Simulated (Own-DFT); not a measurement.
# Device materials side by side: how hard are they to compress?

Calculated, not measured: single-point runs of Own-DFT, a retired in-house plane-wave DFT program that no person has reviewed, on unrelaxed cells, without spin or spin-orbit coupling.

Caveats (not all hold for every row): forces on such cells moved up to 12 meV/angstrom on a denser k mesh; forces not confirmed at this smearing and k mesh; k mesh not checked against a denser one; forces on such cells passed a denser k mesh, each cell not checked; stress not checked against mesh or cutoff.

All runs are PBE with PseudoDojo norm-conserving files; cutoff and k mesh are each material's own. Every cell starts from measured lattice constants and was given uniform random strains and small random moves of its atoms. Each triple is the change of volume in per cent, the rms move u in Å and the pressure in GPa.

- wurtzite AlN (Al36N36), 10.45 Å³/atom unstrained: (-3.16, 0.047, 12.71); (-1.67, 0.052, 9.39); (-1.52, 0.051, 8.99); (-0.88, 0.049, 7.47); (1.49, 0.046, 2.45); (1.71, 0.047, 2.60); (1.89, 0.052, 2.22)
- wurtzite GaN (Ga48N48), 11.42 Å³/atom unstrained: (-3.77, 0.051, 16.99); (-3.21, 0.051, 14.98); (-1.98, 0.053, 12.11); (-1.40, 0.056, 11.26); (-0.19, 0.048, 7.63); (-0.07, 0.052, 8.08); (1.17, 0.049, 5.38)
- diamond silicon (Si64), 20.02 Å³/atom unstrained: withheld
- zincblende GaAs (As32Ga32), 22.58 Å³/atom unstrained: (-1.87, 0.051, 5.72); (-1.68, 0.047, 5.47); (-1.39, 0.047, 5.22); (-0.43, 0.052, 4.55); (0.27, 0.052, 4.00); (1.73, 0.048, 2.99); (2.75, 0.050, 2.12)
- zincblende InP (In48P48), 25.27 Å³/atom unstrained: (-2.27, 0.050, 5.52); (-1.27, 0.050, 4.72); (-1.21, 0.047, 4.72); (-0.74, 0.053, 4.32); (0.87, 0.046, 3.09); (1.02, 0.053, 2.95); (1.74, 0.051, 2.48)
- grey tin (Sn64), 34.15 Å³/atom unstrained: (-2.01, 0.050, 4.88); (-1.86, 0.045, 4.63); (-0.53, 0.050, 3.95); (-0.30, 0.051, 3.86); (0.57, 0.049, 3.34); (1.38, 0.049, 2.94); (1.97, 0.045, 2.71)

## Fit

Fit a line to each set against the fractional change of volume; B is minus its slope, and u is nearly the same within a set. To take it to zero pressure, assume that B rises by 4 GPa for each GPa: B0 = B - 4 x (mean pressure). The bond length of an ideal tetrahedral crystal with the unstrained volume v is d = (√3/4)(8 v)^(1/3). Cohen's empirical rule reads B0 = (1971 - 220 L) d^(-3.5) GPa, with L = 0 for group IV crystals and SiC and 1 for III-V compounds.

| material | L | d (Å) | B (GPa) | mean P (GPa) | B0 (GPa) | rule (GPa) |
|---|---|---|---|---|---|---|
| wurtzite AlN (Al36N36) | 1 | 1.893 | 208 ± 6 | 6.6 | 182 ± 6 | 188 |
| wurtzite GaN (Ga48N48) | 1 | 1.950 | 233 ± 9 | 10.9 | 190 ± 9 | 169 |
| diamond silicon (Si64) | 0 | 2.352 | ? | ? | ? | 99 |
| zincblende GaAs (As32Ga32) | 1 | 2.448 | 76 ± 1 | 4.3 | 58 ± 1 | 76 |
| zincblende InP (In48P48) | 1 | 2.541 | 77 ± 1 | 4.0 | 61 ± 1 | 67 |
| grey tin (Sn64) | 0 | 2.810 | 54 ± 2 | 3.8 | 39 ± 2 | 53 |

A line through ln[B0/(1971 - 220 L)] against ln d has a slope of -4.4 ± 0.3 and a scatter of 11 %. Against the rule, B0 stands at 97 % for wurtzite AlN, 112 % for wurtzite GaN, 77 % for zincblende GaAs, 91 % for zincblende InP, 73 % for grey tin. PBE tends to make silicon and heavier crystals too soft, and the rule itself is only a guide.

## Test on the hidden row

The question: what B0 does the fitted trend give for diamond silicon (Si64)?

Estimate: 86 GPa. Its own runs give B = 97 ± 2 GPa at a mean pressure of 3.2 GPa, so B0 = 85 GPa.
